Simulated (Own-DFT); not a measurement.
# Stretching a layer in its plane: wurtzite GaN, 72 atoms (Ga36N36)

No measurement is shown. These are fixed-geometry runs of a retired plane-wave code named Own-DFT, which no person has reviewed; spin and spin-orbit coupling are neglected.

All runs used: PBE; PseudoDojo norm-conserving scalar-relativistic files; cutoff 42 hartree; 4 x 4 x 3 k mesh centred on Gamma; Fermi-Dirac smearing of 0.1 eV.

Known weak points: forces not confirmed at this smearing and k mesh; stress not checked against mesh or cutoff.

Unstrained cell vectors in Å: (9.567, 0.000, 0.000); (-4.784, 8.285, 0.000); (0.000, 0.000, 10.370). The unstrained cell has measured lattice constants (interpolated for alloys), not those of this functional. That, the random moves and any unrelaxed bonds set the pressure at no strain. Each run strains x and y alike by e, as a substrate would, and holds the height along z. Each atom got a random Gaussian move of width 0.05 Å along each axis. Stress is positive in tension.

```
e (%)  u (Å)  (s_xx + s_yy)/2 (GPa)  s_zz (GPa)
-3.00  0.055                 -28.13      -11.07
-2.75  0.049                 -25.44      -11.44
-2.25  0.054                 -19.78      -13.43
-1.25  0.046                 -14.88       -8.88
-1.00  0.047                 -12.21      -10.67
 0.50  0.051                      ?           ?
 1.00  0.053                  -3.71       -4.33
 1.25  0.049                  -1.73       -4.29
 2.00  0.046                   2.87       -6.18
 3.00  0.049                   6.44       -3.94
```

## Worked fit

With e as a fraction, the in-plane stress is -7.4 + 549 e - 3423 e² GPa (errors 20 and 1271, scatter 1.20), and s_zz is -7.7 + 150 e GPa (slope ± 26, scatter 1.61). At e = 0 the first slope is C11 + C12 and the second 2 C13, both with the ions held to the strained lattice and at the cell's own pressure. A free layer would change its height as e changes, and the in-plane slope would drop by 2 C13²/C33 to the biaxial modulus. At fixed height, a misfit of 1 % moves the in-plane stress by about 5.5 GPa and s_zz by 1.5 GPa.

## Test on the hidden row

Asked: what are the two stresses at e = 0.50 %?

The fitted form gives -4.7 and -7.0 GPa. The run itself gave -4.69 and -7.16 GPa.
